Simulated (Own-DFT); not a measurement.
# One host, several defects: C11b WSi2

Source: density functional calculations with Own-DFT, an unreviewed in-house program that is no longer used. Nothing was measured or relaxed, and spin and spin-orbit coupling are left out.

Common settings: PBE; PseudoDojo norm-conserving scalar-relativistic files; cutoff 50 hartree; 5 x 5 x 5 k mesh centred on Gamma; cold (Marzari-Vanderbilt) smearing of 0.2 eV.

Caveats: forces on such cells failed a check on a denser k mesh; stress not checked against mesh or cutoff.

All runs share one cell, with vectors in Å (-2.148, -5.953, 3.409); (-6.444, 2.976, 1.136); (-2.553, -2.948, -6.757) and a volume of 403.2 Å³. u is the rms random offset of the atoms per axis. The defect's site can differ from row to row.

```
cell,formula,u (Å),P (GPa)
no defect,Si20W10,0.0216,4.49
no defect,Si20W10,0.0229,4.42
no defect,Si20W10,0.0476,5.90
one Si on a W site,Si21W9,0.0299,6.50
one Si on a W site,Si21W9,0.0319,6.79
one Si on a W site,Si21W9,0.0518,7.74
one Si vacancy,Si19W10,0.0318,3.48
one Si vacancy,Si19W10,0.0491,4.24
one Si vacancy,Si19W10,0.0528,4.42
one W vacancy,Si20W9,0.0306,3.62
one W vacancy,Si20W9,0.0325,4.01
one W vacancy,Si20W9,0.0474,4.64
one W on a Si site,Si19W11,0.0294,9.72
one W on a Si site,Si19W11,0.0314,10.00
one W on a Si site,Si19W11,0.0454,?
one W on a Si site,Si19W11,0.0479,10.76
```

## What the rows give

P = P0 + c u² + a shift for each defect gives P0 = 4.21 GPa, c = 672 ± 49 GPa/Å² and a scatter of 0.14 GPa. The shifts, and each times the cell's volume:

- one W on a Si site: 5.02 ± 0.11 GPa, 12.6 eV
- one Si on a W site: 1.78 ± 0.12 GPa, 4.5 eV
- one W vacancy: -1.06 ± 0.11 GPa, -2.7 eV
- one Si vacancy: -1.55 ± 0.12 GPa, -3.9 eV

A positive shift means that the defect pushes the cell outwards. Shift times volume (160.2 GPa Å³ is 1 eV) depends little on the cell's size, so, taken for each site, it can be compared between cells at like pressure. The atoms around the defects weren't relaxed, which would change these numbers.

## Withheld run

Question: what pressure belongs in the blank (one W on a Si site, u = 0.0454 Å)?

The fitted form gives 10.61 ± 0.16 GPa. Computed: 10.59 GPa.
